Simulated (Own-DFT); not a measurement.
# Computed records: Hf₃₆O₇₁ (tetragonal hafnia with one neutral oxygen vacancy, atoms displaced)

All values are calculated (Own-DFT development build). A calculation, not a measurement: plane-wave PBE and HSE06 DFT by an unreviewed code, no spin, of a simulated cell at Gamma alone, so results move with cell size and shape, stress positive in tension, energies less offsets, not probed for a lower state with spin; hafnium file: forces about 75 meV/angstrom off all-electron values; oxygen file: force components 24 meV/angstrom off all-electron in a glass; k mesh not checked against a denser one; forces and stress are PBE's, HSE06 gives the energy alone, and its difference from PBE has offsets of its own; offsets are fitted by least squares, one for each functional and potential file, so energies compare only between cells with the same atoms and settings and are not formation energies; the far tail of each file's local potential was reset to the Coulomb form; each entry is a single point on an unrelaxed cell, so the pressure reflects the starting lattice, taken from the Materials Project, from which strain is counted, and rises with the displacements; printed positions are rounded, which can move forces by about a meV/angstrom; the program is a retired in-house code; no spin-orbit coupling.

Settings shared by all entries: first functional PBE; second functional HSE06; exact exchange share 0.25; screening 0.11 1/bohr; exchange divergence Gygi-Baldereschi; potential files PseudoDojo norm-conserving, scalar-relativistic, made for PBE, standard set; wave cutoff 48 hartree; occupations fixed; k mesh 1 x 1 x 1 centred on Gamma.

(1) Hf₃₆O₇₁ (tetragonal hafnia with one neutral oxygen vacancy, atoms displaced)

```cif
# cell vector a (Å): 10.7800 0.0000 0.0000
# cell vector b (Å): 0.0000 10.7800 0.0000
# cell vector c (Å): 0.0000 0.0000 10.4493
data_Hf36O71
_symmetry_space_group_name_H-M 'P 1'
_symmetry_Int_Tables_number 1
_cell_length_a 10.7800
_cell_length_b 10.7800
_cell_length_c 10.4493
_cell_angle_alpha 90.000
_cell_angle_beta 90.000
_cell_angle_gamma 90.000
_cell_volume 1214.30
loop_
_atom_site_label
_atom_site_type_symbol
_atom_site_fract_x
_atom_site_fract_y
_atom_site_fract_z
_atom_site_occupancy
Hf1 Hf 0.99558 0.99846 0.99410 1
Hf2 Hf 0.16374 0.16212 0.25810 1
O1 O 0.00577 0.16445 0.15629 1
O2 O 0.16571 0.99463 0.33937 1
O3 O 0.00031 0.17835 0.39947 1
O4 O 0.16641 0.00267 0.09848 1
Hf3 Hf 0.99724 0.99942 0.48577 1
Hf4 Hf 0.17427 0.16843 0.74570 1
O5 O 0.00658 0.16132 0.65439 1
O6 O 0.16036 0.99912 0.84812 1
O7 O 0.99711 0.15812 0.89576 1
O8 O 0.17072 0.00164 0.60484 1
Hf5 Hf 0.99906 0.33879 0.99948 1
Hf6 Hf 0.16625 0.49783 0.24048 1
O9 O 0.00907 0.50378 0.15268 1
O10 O 0.16530 0.33737 0.34874 1
O11 O 0.99179 0.51046 0.39997 1
O12 O 0.16427 0.33421 0.10086 1
Hf7 Hf 0.00125 0.32785 0.50548 1
Hf8 Hf 0.16251 0.49764 0.74664 1
O13 O 0.99307 0.49871 0.65639 1
O14 O 0.16016 0.32742 0.85095 1
O15 O 0.00243 0.50274 0.90409 1
O16 O 0.16843 0.33228 0.60314 1
Hf9 Hf 0.99878 0.66713 0.99151 1
Hf10 Hf 0.16614 0.82508 0.24983 1
O17 O 0.99000 0.83521 0.15274 1
O18 O 0.16955 0.66225 0.35180 1
O19 O 0.00686 0.82763 0.40204 1
O20 O 0.16313 0.66743 0.09719 1
Hf11 Hf 0.99630 0.66893 0.50062 1
Hf12 Hf 0.16061 0.82778 0.76107 1
O21 O 0.00142 0.83933 0.65321 1
O22 O 0.16616 0.66401 0.84712 1
O23 O 0.99751 0.82926 0.90370 1
O24 O 0.16652 0.67340 0.60033 1
Hf13 Hf 0.33247 0.00210 0.00085 1
Hf14 Hf 0.49968 0.16222 0.25176 1
O25 O 0.33296 0.17186 0.14968 1
O26 O 0.50623 0.99353 0.34492 1
O27 O 0.33071 0.16545 0.40454 1
O28 O 0.49911 0.99831 0.08913 1
Hf15 Hf 0.33081 0.00100 0.50714 1
Hf16 Hf 0.49865 0.17202 0.75204 1
O29 O 0.33464 0.16433 0.65247 1
O30 O 0.50306 0.99539 0.85040 1
O31 O 0.32765 0.16909 0.90086 1
Hf17 Hf 0.33565 0.32789 0.00722 1
Hf18 Hf 0.50472 0.49987 0.25329 1
O32 O 0.32218 0.49855 0.15057 1
O33 O 0.50058 0.33101 0.33340 1
O34 O 0.33139 0.51119 0.39759 1
O35 O 0.50486 0.33478 0.10571 1
Hf19 Hf 0.33299 0.33215 0.49977 1
Hf20 Hf 0.50009 0.49996 0.75026 1
O36 O 0.33609 0.49310 0.65998 1
O37 O 0.50280 0.33061 0.85594 1
O38 O 0.33591 0.49377 0.90773 1
O39 O 0.51289 0.33466 0.59599 1
Hf21 Hf 0.32625 0.66150 0.00358 1
Hf22 Hf 0.49173 0.83392 0.24899 1
O40 O 0.32961 0.83299 0.15116 1
O41 O 0.49937 0.67301 0.34703 1
O42 O 0.33706 0.82941 0.40873 1
O43 O 0.49946 0.67127 0.09969 1
Hf23 Hf 0.34091 0.66317 0.49432 1
Hf24 Hf 0.50675 0.84046 0.74533 1
O44 O 0.33921 0.83351 0.64560 1
O45 O 0.50086 0.66126 0.84520 1
O46 O 0.33235 0.83012 0.90937 1
O47 O 0.50801 0.66788 0.60744 1
Hf25 Hf 0.66800 0.00032 0.00749 1
Hf26 Hf 0.82095 0.16800 0.25504 1
O48 O 0.66270 0.16879 0.15281 1
O49 O 0.82904 0.99770 0.34687 1
O50 O 0.67407 0.16952 0.40029 1
O51 O 0.83196 0.00601 0.09349 1
Hf27 Hf 0.67020 0.00497 0.49750 1
Hf28 Hf 0.83495 0.16284 0.74269 1
O52 O 0.66869 0.16936 0.64588 1
O53 O 0.83813 0.00174 0.84451 1
O54 O 0.67499 0.16809 0.89941 1
O55 O 0.82910 0.99552 0.59797 1
Hf29 Hf 0.66688 0.33035 0.99996 1
Hf30 Hf 0.83330 0.50442 0.24729 1
O56 O 0.66547 0.50453 0.15128 1
O57 O 0.83582 0.33675 0.34520 1
O58 O 0.66728 0.50762 0.39288 1
O59 O 0.84097 0.32806 0.09127 1
Hf31 Hf 0.66929 0.33100 0.50077 1
Hf32 Hf 0.83411 0.50361 0.75458 1
O60 O 0.66645 0.49911 0.64676 1
O61 O 0.82834 0.32712 0.84479 1
O62 O 0.66786 0.50224 0.90445 1
O63 O 0.82545 0.32617 0.59097 1
Hf33 Hf 0.66366 0.66676 0.00144 1
Hf34 Hf 0.82837 0.83119 0.24816 1
O64 O 0.66026 0.83811 0.14583 1
O65 O 0.83009 0.66474 0.34771 1
O66 O 0.66660 0.83571 0.40521 1
O67 O 0.84516 0.66908 0.10116 1
Hf35 Hf 0.67480 0.67383 0.49326 1
Hf36 Hf 0.83270 0.83552 0.74685 1
O68 O 0.66372 0.83142 0.64642 1
O69 O 0.83199 0.66692 0.85119 1
O70 O 0.66654 0.83100 0.90786 1
O71 O 0.83287 0.66438 0.59743 1
```

* PBE energy of cell above offsets: -96.983 eV
* HSE06 less PBE above offsets: 0.075 eV
* PBE pressure: 2.04 GPa
* PBE stress xx: -1.5 GPa
* PBE stress yy: -2.19 GPa
* PBE stress zz: -2.43 GPa
* PBE stress yz: -0.49 GPa
* PBE stress xz: 0.41 GPa
* PBE stress xy: 0.01 GPa

Force:
| element | x (eV/Å) | y (eV/Å) | z (eV/Å) |
| --- | --- | --- | --- |
| Hf | 1.317 | 1.367 | 0.884 |
| Hf | -0.192 | 1.137 | -2.341 |
| O | -1.356 | -0.123 | 0.326 |
| O | -0.473 | 0.082 | 1.737 |
| O | 0.018 | -2.684 | 0.355 |
| O | 0.142 | -0.326 | -0.474 |
| Hf | 0.932 | -0.242 | 1.951 |
| Hf | -1.82 | -1.204 | 1.944 |
| O | -1.035 | 0.675 | -1.498 |
| O | 0.594 | -0.254 | -0.012 |
| O | -0.185 | 1.618 | 0.882 |
| O | -0.795 | 0.161 | -1.674 |
| Hf | 1.57 | -2.231 | -0.38 |
| Hf | -0.239 | 0.094 | 2.331 |
| O | -2.733 | -0.505 | -1.047 |
| O | 0.464 | -0.382 | 0.997 |
| O | 0.109 | -1.62 | 0.871 |
| O | 0.222 | -0.121 | -0.5 |
| Hf | -0.655 | 2.212 | -0.624 |
| Hf | 0.737 | -0.25 | 0.753 |
| O | 1.09 | -0.395 | -0.466 |
| O | -0.008 | 1.279 | -0.634 |
| O | -0.373 | -0.575 | -0.882 |
| O | 0.161 | 0.136 | -0.541 |
| Hf | 0.04 | -0.166 | 1.896 |
| Hf | -0.806 | -0.313 | -0.412 |
| O | 1.427 | 0.367 | 0.393 |
| O | -0.119 | 0.699 | -0.832 |
| O | -0.731 | 1.334 | -0.195 |
| O | -0.238 | 0.682 | 0.095 |
| Hf | 1.692 | -0.954 | 0.183 |
| Hf | 1.742 | 1.37 | -1.916 |
| O | -0.84 | -0.123 | 0.006 |
| O | 0.024 | -0.862 | 0.59 |
| O | 0.264 | 0.532 | -1.052 |
| O | -0.122 | -0.927 | -0.045 |
| Hf | -1.267 | -0.792 | -0.488 |
| Hf | -1.046 | 0.244 | -0.845 |
| O | 0.464 | -0.48 | 0.799 |
| O | -0.151 | 1.676 | 0.48 |
| O | 0.266 | 0.174 | 0.052 |
| O | -0.362 | 0.598 | 1.418 |
| Hf | 0.684 | -1.804 | 0.437 |
| Hf | 1.306 | -1.124 | 0.14 |
| O | 1.397 | 0.464 | -0.735 |
| O | -0.222 | 1.975 | -1.008 |
| O | 0.628 | -0.622 | -0.398 |
| Hf | -0.48 | 0.867 | 0.193 |
| Hf | -0.505 | 0.776 | -0.753 |
| O | 2.968 | 0.281 | -0.438 |
| O | -0.353 | -0.06 | 2.265 |
| O | 1.002 | -3.489 | 0.302 |
| O | -0.522 | 0.165 | -1.1 |
| Hf | 0.323 | 1.098 | -0.419 |
| Hf | 1.162 | 0.873 | 0.217 |
| O | -0.903 | -0.235 | -1.088 |
| O | 0.007 | 0.092 | -0.465 |
| O | -0.418 | 0.297 | -0.211 |
| O | -3.136 | -0.497 | 0.202 |
| Hf | 1.549 | 0.118 | -0.707 |
| Hf | 0.256 | -0.839 | -0.525 |
| O | 0.047 | 0.063 | 0.596 |
| O | 0.131 | -0.839 | 0.247 |
| O | -0.314 | 1.438 | -1.238 |
| O | -0.652 | -0.539 | -0.103 |
| Hf | -0.156 | 1.987 | 2.311 |
| Hf | -1.763 | -2.151 | 0.264 |
| O | -0.116 | 0.948 | 1.458 |
| O | 0.106 | 0.936 | 0.672 |
| O | -0.452 | 0.252 | -0.365 |
| O | -0.708 | -0.693 | -1.808 |
| Hf | -0.375 | -0.347 | -1.951 |
| Hf | 2.467 | 0.755 | -1.436 |
| O | 0.08 | -0.288 | -0.176 |
| O | 0.903 | 0.432 | 0.373 |
| O | -0.33 | -0.62 | -0.579 |
| O | -0.117 | 0.019 | 0.932 |
| Hf | -1.556 | -0.702 | 0.665 |
| Hf | 0.38 | 0.625 | 1.4 |
| O | -1.027 | -1.009 | 0.299 |
| O | -0.508 | -1.427 | -0.195 |
| O | -0.787 | -0.817 | 0.434 |
| O | 1.193 | 0.282 | -0.673 |
| Hf | 0.278 | 0.488 | -0.705 |
| Hf | 0.831 | -0.438 | 0.293 |
| O | 0.702 | -0.048 | -0.26 |
| O | -0.401 | -0.185 | -0.419 |
| O | -0.541 | -1.155 | 0.42 |
| O | -1.894 | 0.362 | 0.998 |
| Hf | 0.053 | 1.963 | -0.847 |
| Hf | -2.162 | -0.861 | -0.142 |
| O | 1.032 | -0.206 | 0.814 |
| O | 0.698 | 1.495 | -0.542 |
| O | 0.328 | -0.785 | 0.004 |
| O | 2.724 | -0.136 | 0.705 |
| Hf | -0.164 | -0.111 | -0.115 |
| Hf | -0.125 | -0.508 | -0.875 |
| O | 1.12 | -0.196 | 1.262 |
| O | -0.201 | 1.581 | 0.026 |
| O | 0.612 | 0.512 | -0.768 |
| O | -2.214 | -0.461 | -0.09 |
| Hf | -1.837 | -1.442 | 1.273 |
| Hf | -0.185 | 0.053 | 0.336 |
| O | 1.368 | 0.906 | 0.366 |
| O | 0.329 | 0.291 | -0.494 |
| O | 0.45 | 0.712 | -0.899 |
| O | 0.273 | 0.619 | 0.541 |

(2) Hf₃₆O₇₁ (tetragonal hafnia with one neutral oxygen vacancy, atoms displaced)

```cif
# cell vector a (Å): 10.7800 0.0000 0.0000
# cell vector b (Å): 0.0000 10.7800 0.0000
# cell vector c (Å): 0.0000 0.0000 10.4493
data_Hf36O71
_symmetry_space_group_name_H-M 'P 1'
_symmetry_Int_Tables_number 1
_cell_length_a 10.7800
_cell_length_b 10.7800
_cell_length_c 10.4493
_cell_angle_alpha 90.000
_cell_angle_beta 90.000
_cell_angle_gamma 90.000
_cell_volume 1214.30
loop_
_atom_site_label
_atom_site_type_symbol
_atom_site_fract_x
_atom_site_fract_y
_atom_site_fract_z
_atom_site_occupancy
Hf1 Hf 0.99604 0.00032 0.00324 1
Hf2 Hf 0.16463 0.16845 0.25274 1
O1 O 0.99715 0.16561 0.15219 1
O2 O 0.16278 0.00291 0.34705 1
O3 O 0.00021 0.17040 0.40480 1
O4 O 0.16648 0.99928 0.09231 1
Hf3 Hf 0.00269 0.00004 0.50506 1
Hf4 Hf 0.16821 0.16470 0.75040 1
O5 O 0.00101 0.16685 0.65308 1
O6 O 0.16693 0.00028 0.85067 1
O7 O 0.00123 0.16350 0.90193 1
O8 O 0.16696 0.99553 0.58716 1
Hf5 Hf 0.00614 0.33646 0.99926 1
Hf6 Hf 0.16995 0.49825 0.25032 1
O9 O 0.99610 0.49945 0.15359 1
O10 O 0.16583 0.33228 0.34268 1
O11 O 0.00265 0.49845 0.40203 1
O12 O 0.16901 0.33727 0.10229 1
Hf7 Hf 0.00169 0.33312 0.49930 1
Hf8 Hf 0.16354 0.50505 0.75456 1
O13 O 0.99353 0.50186 0.65307 1
O14 O 0.16673 0.33068 0.84699 1
O15 O 0.00328 0.49722 0.90083 1
O16 O 0.16494 0.33201 0.59572 1
Hf9 Hf 0.99621 0.66782 0.99621 1
Hf10 Hf 0.16655 0.83606 0.24661 1
O17 O 0.99921 0.82875 0.14941 1
O18 O 0.16695 0.66484 0.34447 1
O19 O 0.00412 0.82699 0.39768 1
O20 O 0.16874 0.66833 0.09517 1
Hf11 Hf 0.00398 0.67334 0.49516 1
Hf12 Hf 0.16635 0.83364 0.74866 1
O21 O 0.99792 0.83294 0.65935 1
O22 O 0.16929 0.67035 0.84430 1
O23 O 0.00309 0.83833 0.90015 1
O24 O 0.16523 0.66761 0.60252 1
Hf13 Hf 0.33147 0.99798 0.99703 1
Hf14 Hf 0.50097 0.16526 0.24707 1
O25 O 0.33233 0.16886 0.15140 1
O26 O 0.50156 0.00252 0.34618 1
O27 O 0.33480 0.16503 0.40580 1
O28 O 0.49829 0.99775 0.09720 1
Hf15 Hf 0.33267 0.99660 0.49586 1
Hf16 Hf 0.49375 0.16532 0.74956 1
O29 O 0.33600 0.16712 0.64922 1
O30 O 0.50170 0.99842 0.84867 1
O31 O 0.33363 0.16757 0.89721 1
Hf17 Hf 0.33537 0.33096 0.00217 1
Hf18 Hf 0.50743 0.49915 0.24989 1
O32 O 0.32760 0.50270 0.15182 1
O33 O 0.49734 0.32989 0.34973 1
O34 O 0.33155 0.50165 0.40480 1
O35 O 0.49622 0.33285 0.09612 1
Hf19 Hf 0.33137 0.33483 0.49899 1
Hf20 Hf 0.50131 0.49692 0.74789 1
O36 O 0.33269 0.50298 0.65124 1
O37 O 0.49494 0.33135 0.84668 1
O38 O 0.33840 0.49660 0.90641 1
O39 O 0.50004 0.33052 0.59831 1
Hf21 Hf 0.33264 0.66706 0.99915 1
Hf22 Hf 0.50071 0.83927 0.24766 1
O40 O 0.33023 0.83583 0.15125 1
O41 O 0.49840 0.66567 0.34791 1
O42 O 0.33418 0.83071 0.40390 1
O43 O 0.50246 0.66413 0.09743 1
Hf23 Hf 0.33647 0.66647 0.50401 1
Hf24 Hf 0.50455 0.83060 0.75237 1
O44 O 0.33019 0.83581 0.65283 1
O45 O 0.50400 0.66706 0.84763 1
O46 O 0.33481 0.83873 0.90740 1
O47 O 0.49743 0.66486 0.59790 1
Hf25 Hf 0.66109 0.99907 0.00464 1
Hf26 Hf 0.83729 0.16301 0.24880 1
O48 O 0.66515 0.17065 0.15066 1
O49 O 0.83750 0.99805 0.34437 1
O50 O 0.66750 0.16088 0.39788 1
O51 O 0.83061 0.99671 0.09036 1
Hf27 Hf 0.66486 0.99675 0.49641 1
Hf28 Hf 0.83718 0.16613 0.74673 1
O52 O 0.66613 0.16813 0.65125 1
O53 O 0.83464 0.99708 0.84605 1
O54 O 0.67182 0.16968 0.90733 1
O55 O 0.83098 0.99638 0.59651 1
Hf29 Hf 0.66585 0.33543 0.99475 1
Hf30 Hf 0.83109 0.50544 0.25452 1
O56 O 0.66660 0.50086 0.15246 1
O57 O 0.83545 0.33872 0.34799 1
O58 O 0.66911 0.49534 0.40795 1
O59 O 0.83649 0.33883 0.09869 1
Hf31 Hf 0.66553 0.33449 0.50174 1
Hf32 Hf 0.83419 0.49907 0.75405 1
O60 O 0.66741 0.49655 0.65057 1
O61 O 0.83216 0.33143 0.85371 1
O62 O 0.66345 0.49978 0.90149 1
O63 O 0.83605 0.33353 0.59499 1
Hf33 Hf 0.66515 0.66135 0.00110 1
Hf34 Hf 0.83236 0.83292 0.24680 1
O64 O 0.66975 0.83894 0.15532 1
O65 O 0.83338 0.66347 0.34620 1
O66 O 0.66793 0.82953 0.40516 1
O67 O 0.83462 0.66342 0.10226 1
Hf35 Hf 0.66241 0.66798 0.50177 1
Hf36 Hf 0.83579 0.83520 0.75144 1
O68 O 0.66771 0.83668 0.65709 1
O69 O 0.83240 0.66455 0.84466 1
O70 O 0.66807 0.83460 0.90208 1
O71 O 0.83702 0.66509 0.59986 1
```

Questions
1. Hf₃₆O₇₁ (tetragonal hafnia with one neutral oxygen vacancy, atoms displaced) (entry 2): PBE stress zz?

Answers
1. -2.2 GPa

Further results for Hf₃₆O₇₁ (tetragonal hafnia with one neutral oxygen vacancy, atoms displaced) (entry 2):

* PBE energy of cell above offsets: -100.390 eV
* HSE06 less PBE above offsets: -0.114 eV
* PBE pressure: 1.36 GPa
* PBE stress xx: -0.86 GPa
* PBE stress yy: -1.03 GPa
* PBE stress yz: 0.05 GPa
* PBE stress xz: 0.78 GPa
* PBE stress xy: -0.04 GPa

Force:
| element | x (eV/Å) | y (eV/Å) | z (eV/Å) |
| --- | --- | --- | --- |
| Hf | 0.588 | 0.273 | -1.045 |
| Hf | 0.314 | -0.085 | -0.685 |
| O | 0.868 | -0.255 | -0.062 |
| O | 0.058 | -0.58 | -0.325 |
| O | -0.062 | -1.178 | -0.255 |
| O | -0.255 | -0.051 | 0.805 |
| Hf | -1.21 | 0.112 | -1.317 |
| Hf | 0.027 | 0.476 | 0.419 |
| O | 0.395 | -0.622 | -0.298 |
| O | 0.379 | 0.005 | -1.098 |
| O | -0.009 | 0.548 | 0.128 |
| O | 0.108 | 0.194 | 1.42 |
| Hf | -1.134 | -0.777 | 0.872 |
| Hf | -1.321 | 0.535 | -0.143 |
| O | 1.027 | 0.334 | -0.257 |
| O | 0.388 | -0.097 | 0.941 |
| O | 0.136 | 0.691 | 0.417 |
| O | -0.401 | -0.427 | -0.685 |
| Hf | -0.822 | 1.199 | -0.193 |
| Hf | -0.158 | -0.951 | -1.272 |
| O | 1.463 | -0.314 | 0.653 |
| O | -0.102 | 0.42 | -0.069 |
| O | 0.16 | 1.051 | -0.124 |
| O | 0.58 | 0.037 | 0.222 |
| Hf | 0.533 | 0.16 | 1.029 |
| Hf | -0.456 | -0.818 | 0.28 |
| O | -0.103 | 0.337 | 0.022 |
| O | 0.071 | 0.806 | 0.158 |
| O | -0.172 | 2.012 | 0.221 |
| O | -0.736 | 0.119 | -0.601 |
| Hf | -0.497 | -2.475 | 0.814 |
| Hf | -0.086 | 0.467 | 0.284 |
| O | 0.903 | 0.364 | -1.368 |
| O | 0.132 | -0.364 | 0.831 |
| O | -0.275 | -1.193 | 0.427 |
| O | 0.18 | 0.081 | -0.526 |
| Hf | -0.463 | 1.102 | 0.245 |
| Hf | -0.009 | 1.025 | 0.334 |
| O | -0.075 | -0.284 | 0.195 |
| O | -0.135 | -0.942 | 0.275 |
| O | -0.377 | 0.019 | -0.416 |
| O | -0.292 | -0.074 | 0.604 |
| Hf | 1.056 | 0.284 | 0.48 |
| Hf | 1.223 | 0.108 | -0.1 |
| O | -0.819 | -0.695 | 0.086 |
| O | 0.021 | 0.259 | -0.625 |
| O | 0.041 | -0.512 | 0.294 |
| Hf | -0.588 | 0.058 | -0.182 |
| Hf | -1.768 | -0.192 | 0.241 |
| O | 1.996 | 0.095 | 0.165 |
| O | 0.255 | 0.598 | -0.487 |
| O | 0.029 | -0.335 | -0.069 |
| O | 0.946 | 0.351 | 0.36 |
| Hf | 0.399 | -0.228 | 0.074 |
| Hf | -0.481 | -0.155 | 0.152 |
| O | -0.099 | -0.205 | 0.594 |
| O | 0.53 | 0.294 | -0.026 |
| O | -0.441 | 0.922 | -0.459 |
| O | -0.49 | 0.543 | 0.045 |
| Hf | 0.016 | -0.479 | 0.451 |
| Hf | -0.634 | -1.013 | 0.317 |
| O | 1.088 | -0.041 | 0.324 |
| O | 0.488 | 0.235 | -0.199 |
| O | 0.049 | 0.498 | -0.49 |
| O | -0.378 | 0.376 | 0.081 |
| Hf | -1.266 | -0.353 | -0.618 |
| Hf | -0.425 | 0.778 | -0.121 |
| O | 1.078 | 0.159 | 0.192 |
| O | -0.256 | -0.487 | -0.036 |
| O | 0.06 | -1.6 | -0.818 |
| O | 0.9 | 0.211 | 0.523 |
| Hf | 0.79 | 0.64 | -1.574 |
| Hf | -1.242 | 1.831 | 0.471 |
| O | 0.345 | -0.447 | 0.241 |
| O | 0.179 | -0.35 | -0.054 |
| O | 0.127 | 0.571 | 0.47 |
| O | -0.01 | 0.18 | 1.186 |
| Hf | -0.277 | 0.897 | 0.884 |
| Hf | -1.141 | -0.002 | 0.845 |
| O | -0.195 | -0.529 | 0.335 |
| O | 0.069 | 0.919 | -0.164 |
| O | -0.451 | -0.884 | -0.335 |
| O | 0.569 | 0.209 | -0.25 |
| Hf | 1.164 | -1.164 | 1.211 |
| Hf | 1.359 | -2.06 | -0.818 |
| O | -0.122 | 0.13 | -0.189 |
| O | -0.251 | -1.365 | -0.216 |
| O | -0.716 | 1.445 | -0.88 |
| O | -0.561 | -0.433 | -0.711 |
| Hf | 0.67 | -1.555 | 0.021 |
| Hf | 0.003 | -0.472 | -1.25 |
| O | -0.17 | 0.136 | 0.463 |
| O | 0.148 | 0.359 | -0.926 |
| O | 0.006 | 0.229 | -0.243 |
| O | -0.444 | -0.413 | 0.568 |
| Hf | 0.355 | 0.787 | -0.406 |
| Hf | 0.946 | -0.436 | 0.546 |
| O | -1.013 | -0.199 | -0.229 |
| O | -0.263 | 1.7 | 0.706 |
| O | -0.159 | 0.473 | -0.473 |
| O | -0.677 | 0.467 | -0.992 |
| Hf | 1.382 | -0.777 | 0.378 |
| Hf | -0.711 | -0.183 | 0.096 |
| O | -0.526 | -0.204 | -0.704 |
| O | 0.344 | 0.299 | 1.121 |
| O | -0.217 | -0.665 | 0.74 |
| O | -1.003 | 0.502 | -0.872 |
